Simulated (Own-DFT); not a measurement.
# Shaking the atoms of 4H SiC, 128 atoms (C64Si64)

These are calculations, not measurements. The program, named Own-DFT, is a retired in-house plane-wave density functional code that no person has reviewed. Each row is one single-point run on a periodic cell that was not relaxed, without spin or spin-orbit coupling.

Settings of every run: PBE; PseudoDojo norm-conserving scalar-relativistic files; cutoff 42 hartree; 3 x 3 x 3 k mesh centred on Gamma; Fermi-Dirac smearing of 0.1 eV.

Known limits, some of them of some rows only: some atoms lie very close together; forces on such cells passed a denser k mesh, each cell not checked; stress not checked against mesh or cutoff.

Cell vectors in Å: (12.331, 0.000, 0.000); (-6.165, 10.679, 0.000); (0.000, 0.000, 10.068). In each run every atom was moved at random and independently from its ideal site; u is the rms move along one axis. E is the free energy for each atom above the fitted value at u = 0, and F the rms of the force components.

```
run,u (Å),E (meV/atom),F (eV/Å),largest force (eV/Å),P (GPa)
1,0.0294,34.5,0.855,3.14,3.76
2,0.0300,35.4,0.869,2.77,3.76
3,0.0315,39.3,0.910,2.99,3.84
4,0.0601,145.2,1.894,7.43,6.25
5,0.0612,142.3,1.804,6.39,6.41
6,0.0971,?,?,?,?
7,0.1053,447.2,4.238,28.35,13.53
```

## Worked fit

For small independent moves the energy grows as E = (3/2) K u², with K the mean stiffness felt by one atom. The runs with u up to 0.11 Å give K = 26.4 ± 0.4 eV/Å², with residuals divided by u² + 0.0006 Å², since the noise grows with the moves. The scatter is 2.5 meV/atom at u = 0.05 Å. The forces follow F = G u with G = 31.6 eV/Å²; no force at u = 0 is resolved. G exceeds K because the moves of its neighbours add to the force on an atom, and stiffness differs between atoms. The pressure follows P = 2.88 + 956 u² GPa: at fixed volume, shortened bonds push harder than stretched ones pull.

## Withheld run

Question: what energy and rms force should run 6 give?

The fit gives 373 ± 10 meV/atom and about 3.07 eV/Å. The calculation gave 364.9 meV/atom and 3.251 eV/Å.
